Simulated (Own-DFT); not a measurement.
HfO2 (monoclinic hafnia, atoms displaced) (calculated)

All values are calculated (Own-DFT development build). A calculation, not a measurement: plane-wave density functional theory by an unreviewed code, no spin, of a simulated periodic cell, stress positive in tension, run twice, with PBE and with PBEsol, both on files made for PBE, so the change isn't that of files made for PBEsol, hafnium file: forces about 75 meV/angstrom off all-electron values; oxygen file: force components 24 meV/angstrom off all-electron in one glass; forces on such cells passed a denser k mesh, this cell's mesh not checked; the far tail of each file's local potential was reset to the Coulomb form; each entry is a single point on an unrelaxed cell, so the pressure reflects the starting lattice, mostly measured values (interpolated for alloys), from which strain is counted, and rises with the displacements; printed positions are rounded, which can move forces by about a meV/angstrom; the program, named Own-DFT, is a retired in-house code; no spin-orbit coupling; stress was not checked against mesh or cutoff.

Common to all runs: functional PBE, then PBEsol; potential files PseudoDojo norm-conserving, scalar-relativistic, standard set; wave cutoff 72 hartree; occupations Fermi-Dirac; smearing width 0.1 eV; k mesh 2 x 2 x 2 centred on Gamma.

(1) 
```xyz
96
Lattice="10.2340 0.0000 0.0000 0.0000 10.3500 0.0000 -1.6955 0.0000 10.4453" Properties=species:S:1:pos:R:3:PBE_force_x:R:1:PBE_force_y:R:1:PBE_force_z:R:1:PBEsol_force_x:R:1:PBEsol_force_y:R:1:PBEsol_force_z:R:1 formula=HfO2 PBE_pressure=16.64 PBE_stress_xx=-15.13 PBE_stress_yy=-15.82 PBE_stress_zz=-18.95 PBE_stress_yz=-1.11 PBE_stress_xz=-0.99 PBE_stress_xy=-1.56 PBEsol_pressure=10.13 PBEsol_stress_xx=-8.65 PBEsol_stress_yy=-9.38 PBEsol_stress_zz=-12.35 PBEsol_stress_yz=-1.16 PBEsol_stress_xz=-0.63 PBEsol_stress_xy=-1.51 rms_change_of_force_components_from_PBE_to_PBEsol=0.086
Hf     1.3281     0.1695     1.0481     -3.558      1.061      3.126     -3.403      1.001      3.023
Hf     3.3944     2.6551     1.4892      5.824      5.575     -0.855      5.648       5.47     -0.834
Hf     3.1085     5.0534     4.0610      0.714     -0.082      0.137      0.716     -0.092      0.141
Hf     0.7782     2.4042     3.6909     -1.038      0.556     -0.805     -0.984      0.507     -0.816
O      0.0040     1.8566     1.7999      1.255     -0.468      0.268       1.19     -0.391      0.331
O      4.6043     4.0741     0.5129      1.444      1.867      1.158      1.405      1.866      1.087
O      4.1888     3.3583     3.4942     -1.472      1.673      0.781     -1.439       1.63       0.73
O     -0.2992     0.7406     4.4896     -0.711      2.024     -1.713     -0.665      1.946     -1.619
O      1.9646     3.8142     2.3744      -1.92       2.35      0.483     -1.813      2.238      0.458
O      2.7924     1.4341     0.1533     -0.139     -2.665     -3.038     -0.194     -2.632     -2.954
O      2.6060     1.3842     2.5023     -4.508      -5.08      4.852     -4.451     -4.967      4.748
O      1.3791     3.8364     5.1608      1.843      0.363     -0.893      1.843      0.358     -0.841
Hf     0.4444     0.1698     6.1917        2.5     -2.925      2.971       2.45     -2.882       2.85
Hf     2.8130     2.9699     6.7399     -1.681     -5.406     -2.044     -1.615     -5.213     -1.911
Hf     2.1614     5.0159     9.2042      2.283     -1.902      4.622      2.231     -1.933      4.558
Hf    -0.0690     2.1849     8.8572      6.347      5.621      6.252      6.189      5.446      6.161
O     -0.6913     1.7041     7.3543     -3.672     -2.744     -11.18     -3.617     -2.671      -10.9
O      3.9740     4.4177     6.2289     -7.801     -3.599     -3.057     -7.652     -3.553     -2.985
O      3.3779     3.4158     8.5053     -2.198      2.924      1.499     -2.131      2.836      1.399
O     -1.1141     0.8993     9.5710     -2.676     -3.472      2.661     -2.594     -3.408      2.605
O      1.1130     3.9913     7.6179      1.526     -3.173      3.688      1.595     -3.041      3.591
O      1.9788     1.3455     5.1252     -1.274      2.598      1.867     -1.305      2.479      1.758
O      1.7858     1.1631     7.9604     -1.326      1.788     -0.704     -1.365      1.731     -0.636
O      0.6576     3.7679    10.2283     -1.768      2.489     -0.602     -1.682      2.468     -0.551
Hf     1.2184     5.1990     0.7870      2.673      1.182      4.489      2.661      1.159       4.29
Hf     3.5550     8.0086     1.7268     -3.124       0.83     -2.003      -2.99      0.901     -1.903
Hf     2.8856     0.0100     4.1032      2.528     -6.325      0.866      2.474     -6.203      0.902
Hf     0.7776     7.6154     3.5437     -1.112      0.821      5.597     -1.102      0.762      5.448
O      0.0272     7.0037     1.8639      1.208     -4.216     -4.095      1.133     -4.026     -3.945
O      4.5497     9.4719     0.9160      1.369      1.849     -1.831      1.278      1.792     -1.825
O      4.1490     8.6681     3.3935      1.177      0.449       2.59      1.156      0.388      2.428
O     -0.3677     6.1957     4.3367     -0.445     -1.416      0.463     -0.424     -1.376      0.437
O      1.7827     9.1417     2.5409      1.035      2.011      0.656      1.041      1.962      0.632
O      2.8193     6.5938     0.1575     -0.955     -2.449     -1.222     -1.026      -2.45     -1.242
O      2.2273     6.5473     2.9290      4.162     -3.609     -2.349      4.047     -3.503     -2.249
O      1.3934     8.8635     5.1622     -0.922      2.934       0.37     -0.874      2.912      0.339
Hf     0.5865     5.3348     6.4940     -5.693      2.709     -10.68     -5.546      2.688     -10.45
Hf     2.7243     7.7293     6.9428     -0.601      8.055     -1.979     -0.579      7.892     -1.907
Hf     2.1064    10.1868     9.5316      1.452     -2.328      -2.67      1.388       -2.3     -2.619
Hf    -0.1367     7.2299     8.8190      3.637      13.75     -0.823      3.601      13.44      -0.91
O     -0.6910     6.9397     6.9568      -0.54     -1.172       0.01     -0.514     -1.129      0.124
O      3.5913     9.5749     5.9603       0.39     -1.062      0.721      0.351     -1.017      0.644
O      3.3905     8.7782     8.5312     -0.154     -1.076      2.333     -0.162     -1.092      2.225
O     -1.2017     6.1382     9.5945       -6.7     -7.685      3.879     -6.573     -7.589       3.86
O      0.8332     9.1631     7.9410      0.378     -0.562      0.178      0.408     -0.539      0.175
O      2.0423     6.6558     5.4765      0.098     -4.638     -0.866      0.046     -4.538     -0.797
O      1.2949     6.4456     7.9223      5.883     -1.342      1.599      5.698     -1.343      1.534
O      2.1168     9.1597     0.1628      2.922     -3.121     -3.916      2.907     -2.948     -3.778
Hf     6.5448     0.3573     0.9656     -1.348     -1.564      1.151     -1.296     -1.482       1.11
Hf     8.5590     2.8306     1.4161      -2.91     -5.319      3.428     -2.828     -5.214      3.369
Hf     8.1797     4.8922     3.9826     -3.901      6.205      5.847     -3.859      6.043      5.758
Hf     5.8482     2.0991     3.8770      3.178      5.742      -3.05      3.143      5.633     -3.036
O      5.2574     1.6969     1.8861      0.074      -1.02     -1.116      0.088     -0.982     -1.038
O      9.5678     4.2382     0.6838      3.709      2.845      1.421      3.616      2.784      1.309
O      9.1240     3.5222     3.4262      5.665     -5.599     -2.611      5.524     -5.493     -2.599
O      4.6999     0.8190     4.4465     -1.827     -2.219      1.041     -1.808     -2.167      1.043
O      6.7058     3.6761     2.6568      1.844      3.333     -4.291      1.852      3.278     -4.201
O      6.2925     1.3651    10.4154      1.864     -0.185      0.938       1.71     -0.161      0.964
O      7.6873     1.3346     2.8566     -0.518      -0.95     -1.124     -0.577     -0.934     -1.093
O      6.5194     3.9719     4.9765       0.36     -1.832      2.504      0.412     -1.789      2.416
Hf     5.6368     0.2755     6.4165     -5.442     -6.426     -4.125     -5.274     -6.232      -4.05
Hf     7.7507     2.8261     6.8120      -0.34      1.305     -3.041     -0.357      1.294     -2.909
Hf     7.3186     4.8993     9.4424     -3.636       1.36     -5.725     -3.563      1.276     -5.574
Hf     4.9825     2.4728     8.8955      1.276     -5.401     -3.198      1.228     -5.316      -3.15
O      4.4669     1.6924     7.0341     -2.598      2.553      -1.27     -2.529      2.526     -1.191
O      8.9695     4.3978     5.9503     -0.257      -1.88      1.989     -0.252     -1.828      1.899
O      8.3056     3.3182     8.6916      1.246      0.978      0.894      1.191      0.952      0.808
O      4.0838     0.9592     9.5563     -3.393     -2.764      1.925     -3.282     -2.678      1.932
O      6.0626     3.8341     7.7608      1.879      1.085     -0.524      1.866      1.049     -0.516
O      7.0954     1.3645     5.3795      1.007      0.061     -0.363      0.875      0.046     -0.338
O      6.6972     1.0391     7.6490      5.045      3.363      6.551      4.907      3.289       6.38
O      5.6213     3.5464    10.2040      2.434      7.603      5.998      2.454      7.436      5.876
Hf     6.3486     5.1736     1.1993     -2.738      0.045     -0.486     -2.673      0.053     -0.492
Hf     8.6147     7.8487     1.4497     -1.285       3.69      1.026      -1.18       3.64      1.006
Hf     8.1135     9.9928     4.0899      0.482      1.759     -0.644       0.46      1.698     -0.647
Hf     5.9531     7.5734     3.7019      0.557      1.002       1.56      0.497      0.915      1.489
O      5.1811     7.0312     1.8659      2.424     -3.623     -1.152       2.34     -3.487     -1.023
O      9.7969     9.2992     0.9049      0.862      2.889     -2.683      0.848      2.796      -2.63
O      9.4153     8.7570     3.2673     -2.897      0.956      0.992     -2.842      0.919      0.934
O      4.9270     6.0706     4.3399     -3.804     -1.909      0.428     -3.718     -1.865      0.442
O      6.9030     9.2866     2.4939      0.722      -1.72      0.326      0.762      -1.66      0.345
O      6.4314     6.6015    10.4301     -1.005     -2.936      -0.06     -1.011     -2.851     -0.071
O      7.5291     6.3056     2.5660     -0.622      0.144     -0.166     -0.656      0.121     -0.167
O      6.6009     9.0582     5.2392      0.261     -0.304     -1.476      0.347     -0.266     -1.458
Hf     5.4045     5.3577     6.5195      12.62      2.864     -3.746      12.41      2.838      -3.67
Hf     7.9312     8.1130     6.7781     -7.558     -7.705     -3.096     -7.395     -7.534     -2.983
Hf     7.5178    10.0690     9.1807     -5.582       2.35      3.556     -5.518      2.229      3.487
Hf     5.1798     7.4446     8.9764      0.632      3.777     -0.139      0.692      3.676     -0.194
O      4.3919     6.7666     7.1860     -2.136      1.781      0.825     -2.094      1.759      0.861
O      8.9005     9.4216     6.1204      4.022      5.745      -2.94      3.952      5.626      -2.91
O      8.3689     8.6145     8.5325      3.693     -2.468      2.576       3.59     -2.411      2.443
O      3.9423     5.9598     9.7020      -0.29     -0.167     -0.245     -0.283     -0.197     -0.223
O      5.9111     9.0317     7.8504      2.049      0.791     -2.009      2.065      0.787     -1.937
O      7.0180     6.4702     5.3764      0.596      1.625      -0.57      0.501       1.59     -0.568
O      6.7877     6.5098     7.8848      -0.77     -2.118      2.335     -0.853     -2.047      2.316
O      5.8454     9.0999    10.1937     -0.308     -0.706      1.748     -0.235     -0.698      1.673
```

Units: PBE_pressure, PBE_stress_xx, PBE_stress_yy, PBE_stress_zz, PBE_stress_yz, PBE_stress_xz, PBE_stress_xy, PBEsol_pressure, PBEsol_stress_xx, PBEsol_stress_yy, PBEsol_stress_zz, PBEsol_stress_yz, PBEsol_stress_xz, PBEsol_stress_xy in GPa; rms_change_of_force_components_from_PBE_to_PBEsol, PBE_force_x, PBE_force_y, PBE_force_z, PBEsol_force_x, PBEsol_force_y, PBEsol_force_z in eV/Å.

(2) 
```xyz
96
Lattice="10.2340 0.0000 0.0000 0.0000 10.3500 0.0000 -1.6955 0.0000 10.4453" Properties=species:S:1:pos:R:3:PBE_force_x:R:1:PBE_force_y:R:1:PBE_force_z:R:1:PBEsol_force_x:R:1:PBEsol_force_y:R:1:PBEsol_force_z:R:1 formula=HfO2 PBE_pressure=16.03 PBE_stress_xx=-17.99 PBE_stress_yy=-15.34 PBE_stress_zz=-14.75 PBE_stress_yz=2.93 PBE_stress_xz=-1.23 PBE_stress_xy=-1.47 PBEsol_pressure=9.52 PBEsol_stress_xx=-11.44 PBEsol_stress_yy=-8.87 PBEsol_stress_zz=-8.24 PBEsol_stress_yz=2.85 PBEsol_stress_xz=-0.85 PBEsol_stress_xy=-1.48 rms_change_of_force_components_from_PBE_to_PBEsol=0.086
Hf     1.3882     0.3236     0.8540     -2.878     -5.787      8.383     -2.805     -5.565      8.167
Hf     3.4985     2.7128     1.4506       1.26      1.576      0.155      1.209      1.525       0.17
Hf     3.1367     5.0317     4.0296     -3.191      0.629     -0.457     -3.112      0.602     -0.426
Hf     0.8208     2.3270     3.7009      0.614      2.219     -1.288      0.579      2.144     -1.263
O      0.1025     1.6564     1.7568     -0.301     -0.056     -1.037     -0.285     -0.022     -0.991
O      4.8173     4.2661     0.6998     -1.594      -0.56      1.244     -1.546     -0.512      1.183
O      4.2582     3.5299     3.4973     -2.164      0.624     -1.689     -2.103      0.607      -1.67
O     -0.3413     0.9473     4.2365     -2.179     -3.269      2.405      -2.11     -3.188      2.377
O      1.7288     4.0107     2.4085      3.122     -3.478      3.125      3.075     -3.397      3.033
O      2.5411     1.4458     0.0621      5.557      2.334     -2.093      5.377      2.287     -2.056
O      2.4027     1.2690     2.5802      0.358      0.084      0.413      0.302       0.12      0.367
O      1.4595     3.6956     5.1382      0.006      2.229     -2.027      0.032      2.201     -1.939
Hf     0.3436     0.1697     6.4368      0.864      0.632      -4.33      0.826      0.637     -4.279
Hf     2.6826     2.9505     6.6992     -7.187     -6.764      2.303     -7.079     -6.569      2.272
Hf     2.2752     5.1126     9.2882      -2.28      1.589      4.625     -2.227      1.536      4.512
Hf    -0.0331     2.2235     8.7603       0.78      7.014      2.485      0.777      6.767      2.459
O     -0.6455     1.8152     6.8942     -0.203     -0.746      0.281     -0.196     -0.752      0.361
O      3.5947     4.1988     6.0297      8.275      9.008     -4.328      8.088      8.823     -4.293
O      3.1805     3.6804     8.6259      5.317     -4.851     -1.488      5.167     -4.736      -1.52
O     -1.1169     0.8549     9.6473     -2.747     -0.137     -3.662     -2.659     -0.142     -3.532
O      1.1850     4.0345     7.4317     -2.871     -1.038      3.103     -2.705     -1.003       2.97
O      1.9400     1.3660     5.2872     -0.323     -0.683      1.468     -0.361     -0.673      1.398
O      1.6898     1.2797     8.1052     -2.427      0.882     -2.763     -2.475      0.832     -2.654
O      0.6247     3.8524    10.3333      0.545     -0.788     -1.709      0.566      -0.78     -1.618
Hf     1.0286     5.1264     1.0316      9.159      10.12      0.156      9.018      9.913      0.138
Hf     3.4166     8.0245     1.5249      0.213     -1.202     -0.297      0.153     -1.134     -0.302
Hf     3.0286    10.2513     4.2580      3.048      1.789     -4.713      2.995      1.726     -4.538
Hf     0.8838     7.6717     3.8298      0.727     -4.115     -4.692      0.749     -4.053     -4.685
O      0.2261     7.0376     1.9855     -2.182     -0.619     -2.166     -2.108     -0.574     -2.027
O      4.6790     9.6743     0.8919     -5.205     -3.629     -0.509      -5.06     -3.535      -0.55
O      4.3527     8.6696     3.5815     -3.743      0.637     -1.423     -3.612      0.608     -1.417
O     -0.4095     5.8566     4.3860      4.706      4.809     -0.395      4.594      4.645     -0.317
O      1.8872     8.9807     2.4620      0.984      1.877     -0.535      1.027      1.764     -0.502
O      2.8349     6.5960     0.1599      0.295      0.105      0.085      0.284      0.152      0.086
O      2.2561     6.4166     2.8344      3.244      -0.11      0.385      3.116     -0.093      0.429
O      1.6151     9.1969     4.9850      -3.84     -2.083      3.978     -3.696     -2.069      3.915
Hf     0.5704     5.3502     6.0788     -2.294     -1.803      2.517     -2.205     -1.818      2.407
Hf     2.4595     8.1417     6.5801      5.907     -2.272      3.085      5.771     -2.177      3.053
Hf     2.1105    10.1595     9.2532      4.848     -0.637      3.517      4.738     -0.691      3.441
Hf    -0.0170     7.6566     8.7118      5.969     -8.034      9.208      5.836     -7.839      8.958
O     -0.9217     6.8964     7.3143      2.711     -5.661     -6.267      2.615     -5.437     -6.066
O      3.8249     9.6119     5.9517     -0.762     -1.421      3.285     -0.784     -1.374       3.13
O      3.2674     8.7822     8.5439      0.894     -0.091     -0.577       0.83     -0.104     -0.592
O     -1.3945     6.0768     9.7405      -0.28      0.844     -1.614       -0.3      0.751     -1.545
O      0.9724     9.0053     7.8050      1.188      3.789     -4.818      1.214      3.701     -4.704
O      1.9740     6.5268     5.3484       1.04      1.476      -0.22      0.937      1.454     -0.217
O      1.7559     6.3452     7.9671     -2.167      3.918      -3.59     -2.133      3.821     -3.504
O      0.8064     9.0405    10.1704     -1.973      0.915      2.571     -1.867      0.938      2.501
Hf     6.3638     0.0147     0.9537      1.258      4.733      4.331      1.225      4.667      4.208
Hf     8.7001     2.7257     1.3992     -2.388      0.441      2.548     -2.374      0.442      2.507
Hf     8.2097     5.0259     4.1949     -2.258     -0.903     -5.209     -2.129     -0.893      -5.05
Hf     5.8111     2.5039     3.6982      4.027     -6.064     -1.628      3.942     -6.007     -1.622
O      5.1722     1.5955     1.8423     -1.991      2.349      0.071     -1.966      2.337      0.101
O      9.7916     4.4088     0.7166      -11.2     -6.787     -0.652        -11      -6.66     -0.698
O      9.4671     3.5567     3.5617      -0.56     -1.606     -2.144     -0.519     -1.574     -2.095
O      4.7450     0.7468     4.3270      2.379      3.283      0.948      2.299      3.201      0.973
O      7.1489     3.8368     2.3479     -0.767      0.684      1.703     -0.713      0.668      1.631
O      7.8394     1.2992     0.1513      2.264      0.237     -2.382      2.182      0.234     -2.327
O      7.3813     1.3280     2.7168      1.883     -0.966      0.255      1.777     -0.926      0.232
O      6.5843     3.6833     5.3172     -0.393      1.819     -1.954     -0.352      1.802     -1.862
Hf     5.6422     0.2960     6.5232     -1.241     -2.577     -5.482     -1.161     -2.534     -5.404
Hf     7.8279     2.7980     6.7407      0.017      2.109     -0.594      -0.04      2.113     -0.568
Hf     7.0046     5.0504     9.3127      4.906       1.28      1.629      4.808       1.19      1.605
Hf     5.1118     2.4323     8.7681     -2.219      0.136      3.583     -2.135      0.125       3.48
O      4.2361     1.8295     6.9622       4.08     -1.973      1.805       4.01     -1.896      1.841
O      8.9381     4.4468     5.8483     -0.667     -3.182      5.675      -0.65     -3.104      5.461
O      8.3317     3.5425     8.6961      2.096     -2.445     -1.128      1.992     -2.406     -1.172
O      3.8348     0.9503     9.8328       0.11      1.662     -3.938      0.123       1.56       -3.8
O      6.2437     3.9519     7.7077      -1.92     -1.429     -0.715      -1.82     -1.393     -0.688
O      7.0425     1.4374     5.3094      0.465     -1.625      1.777      0.383     -1.565      1.782
O      6.8242     1.2031     7.9962     -0.972      2.129     -0.571     -1.029       2.08     -0.572
O      5.7283     3.8670    10.2556      -0.82     -1.426      -0.32     -0.734     -1.372     -0.338
Hf     6.3706     5.4194     1.2047       0.43      -0.72     -0.502      0.467     -0.627     -0.536
Hf     8.5291     8.0952     1.3565      0.669     -5.992      4.899      0.591     -5.848      4.779
Hf     8.1990    10.0050     4.1748     -1.407      1.845     -1.372     -1.331      1.764     -1.307
Hf     5.8474     7.5917     3.6280      4.002      1.195      2.706      3.882      1.144      2.593
O      5.4805     7.0696     1.8269     -3.716      0.073     -2.034     -3.586      0.055     -1.911
O      9.6891     9.3831     0.6373      2.674      2.501     -0.095      2.546      2.458     -0.166
O      9.5463     8.5735     3.5644     -5.466      3.399     -0.526     -5.327      3.326     -0.525
O      4.8410     6.0467     4.3270     -0.922     -2.435      1.334     -0.915     -2.406      1.335
O      6.9340     9.1286     2.5892      2.602     -0.303     -0.148      2.582     -0.319     -0.169
O      7.6930     6.5009     0.1684      3.745      1.183     -1.559      3.593      1.156     -1.518
O      7.6513     6.4423     2.6037      0.101     -0.286      1.585      0.026     -0.283       1.52
O      6.3969     9.0157     5.3441      2.256      0.568     -1.199      2.238      0.593     -1.161
Hf     5.6423     5.1961     6.1595     -2.529      4.316      1.496     -2.399      4.234      1.455
Hf     7.7324     7.7438     6.9069     -3.765      2.971     -2.851     -3.695      2.916     -2.733
Hf     7.4114    10.1943     9.3793     -2.015     -2.502     -0.237     -1.979     -2.473     -0.193
Hf     4.9923     7.6408     8.9237     -0.161      0.357     -2.555      -0.19      0.274     -2.528
O      4.3312     6.9050     7.1864     -1.227     -0.135     -3.101     -1.179     -0.071      -2.93
O      8.9636     9.4399     5.9928      0.512      0.087      1.431      0.536      0.145       1.34
O      8.7095     8.5034     8.6067      -8.58      7.651      1.334     -8.396      7.448      1.245
O      3.9636     6.3569     9.7056      -3.85     -3.771      1.194     -3.734     -3.705      1.171
O      6.2449     9.0885     7.7216      0.812      0.774      2.479      0.846      0.777      2.398
O      7.1664     6.5728     5.2406     -0.846     -1.223      1.193      -0.88     -1.242      1.192
O      6.5203     6.3703     7.8455      0.776      0.459      0.024      0.736      0.448      0.015
O      5.6612     8.9693    10.3540      0.982      0.847     -1.192      1.004      0.829     -1.115
```

Units: PBE_pressure, PBE_stress_xx, PBE_stress_yy, PBE_stress_zz, PBE_stress_yz, PBE_stress_xz, PBE_stress_xy, PBEsol_pressure, PBEsol_stress_xx, PBEsol_stress_yy, PBEsol_stress_zz, PBEsol_stress_yz, PBEsol_stress_xz, PBEsol_stress_xy in GPa; rms_change_of_force_components_from_PBE_to_PBEsol, PBE_force_x, PBE_force_y, PBE_force_z, PBEsol_force_x, PBEsol_force_y, PBEsol_force_z in eV/Å.
